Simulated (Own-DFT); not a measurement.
# PBE and HSE06 on the same vacancies: monoclinic HfO2, Hf32O62

Calculated, not measured. Each geometry was run twice at fixed positions with Own-DFT, a retired in-house plane-wave program that no person has reviewed: with PBE, and with HSE06 (exact exchange share 0.25 at short range, screening 0.11 per bohr, Gygi-Baldereschi treatment of its divergence). Both used PseudoDojo norm-conserving files made for PBE, a cutoff of 48 hartree, the Gamma point alone, fixed occupations, a neutral cell and no spin. With Gamma alone and a thickness of 10.1 Å, finite-size errors remain in every number. The hafnium file keeps the 4f electrons in the core, and its forces lie about 75 meV/Å off all-electron values. The oxygen file's force components were 24 meV/Å off all-electron values in a glass.

Cell vectors in Å: (10.234, 0.000, 0.000); (0.000, 10.350, 0.000); (-1.696, 0.000, 10.445). Atoms were moved at random from their ideal sites, and each line below averages several runs of one case and one width of the moves; u² is the mean square move along one axis. E is the PBE energy of the cell and D the HSE06 energy less the PBE one, each over its lowest single run, with the standard error of the mean. Within a case the pair of sites differs from run to run.

- A: two O taken from sites with three and four neighbours, under 3.2 Å apart
- B: two O taken from sites with four and four neighbours, under 3.2 Å apart
- C: two O taken from sites with three and three neighbours, under 3.2 Å apart

| case | runs | u² (Å²) | E (eV) | error of E | D (eV) | error of D |
|---|---|---|---|---|---|---|
| A | 14 | 0.000900 | 0.530 | 0.055 | 0.097 | 0.007 |
| A | 14 | 0.002539 | 4.208 | 0.202 | 0.319 | 0.017 |
| A | 14 | 0.006411 | 13.557 | 0.492 | 0.751 | 0.030 |
| B | 14 | 0.000880 | 0.499 | 0.040 | 0.139 | 0.012 |
| B | 14 | 0.002464 | 4.319 | 0.145 | 0.344 | 0.021 |
| B | 14 | 0.006256 | 13.264 | 0.468 | 0.791 | 0.026 |
| C | 14 | 0.000885 | 0.854 | 0.054 | 0.083 | 0.010 |
| C | 14 | 0.002577 | 4.832 | 0.148 | 0.288 | 0.023 |
| C | 14 | 0.006167 | 13.015 | 0.500 | 0.741 | 0.035 |

Question: how do the cases differ under PBE, and what does HSE06 change?

## Worked answer

Fit E and D each to a + b u², with one a for each case and lines weighted by their errors. Against A, in eV:

```
case          PBE  change by HSE06        HSE06
   B  0.03 ± 0.07    0.044 ± 0.012  0.08 ± 0.07
   C  0.37 ± 0.07   -0.014 ± 0.011  0.35 ± 0.07
```

Under PBE, C lies above A by more than three errors. D is known much better than E, because both runs of a geometry share the same random moves. HSE06 moves B up against A. The slope b is 2350 ± 40 eV/Å² for E and 122 ± 3 for D, so at this fixed cell HSE06 makes random moves about 5 % costlier. The vacancies are unrelaxed, and relaxation differs between sites.
